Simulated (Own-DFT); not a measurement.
# One host, several defects: C40 NbSi2

Everything here is calculated. The program is Own-DFT (plane waves, in-house, since retired, never reviewed by a person); positions were held fixed, and spin and spin-orbit coupling were off.

Method: PBE; PseudoDojo norm-conserving scalar-relativistic files; cutoff 42 hartree; 4 x 4 x 5 k mesh centred on Gamma; cold (Marzari-Vanderbilt) smearing of 0.2 eV.

Known weak points: forces on such cells failed a check on a denser k mesh; stress not checked against mesh or cutoff.

All runs share one cell, with vectors in Å (0.000, 8.324, 0.000); (-9.613, 0.000, 0.000); (0.000, 0.000, 6.586) and a volume of 527.0 Å³. u is the rms random offset of the atoms per axis. The defect's site can differ from row to row.

```
cell,formula,u (Å),P (GPa)
no defect,Nb12Si24,0.0198,1.47
no defect,Nb12Si24,0.0213,1.53
no defect,Nb12Si24,0.0482,2.46
one Si vacancy,Nb12Si23,0.0280,?
one Si vacancy,Nb12Si23,0.0294,1.10
one Si vacancy,Nb12Si23,0.0489,2.00
one Si vacancy,Nb12Si23,0.0509,1.96
two Si on a Nb site each,Nb10Si26,0.0296,1.69
two Si on a Nb site each,Nb10Si26,0.0427,2.19
two Si on a Nb site each,Nb10Si26,0.0459,2.07
two Nb on a Si site each,Nb14Si22,0.0273,7.66
two Nb on a Si site each,Nb14Si22,0.0309,7.37
two Nb on a Si site each,Nb14Si22,0.0478,8.30
```

## Working it out

P = P0 + c u² + a shift for each defect gives P0 = 1.29 GPa, c = 499 ± 56 GPa/Å² and a scatter of 0.14 GPa. The shifts, and each times the cell's volume:

- two Nb on a Si site each: 5.82 ± 0.12 GPa, 19.1 eV (9.6 eV for each of its 2 sites)
- two Si on a Nb site each: -0.11 ± 0.12 GPa, -0.4 eV (-0.2 eV for each of its 2 sites) (not resolved)
- one Si vacancy: -0.58 ± 0.13 GPa, -1.9 eV

Positive is outwards. The product with the volume (160.2 GPa Å³ to the eV) is nearly free of the cell's size; divided by the bulk modulus at the cell's pressure it gives the volume that the defect adds. The atoms around the defects weren't relaxed, which would change these numbers.

## Check

Asked: what pressure belongs in the blank (one Si vacancy, u = 0.0280 Å)?

From the fit: 1.11 ± 0.17 GPa. Computed: 0.91 GPa.
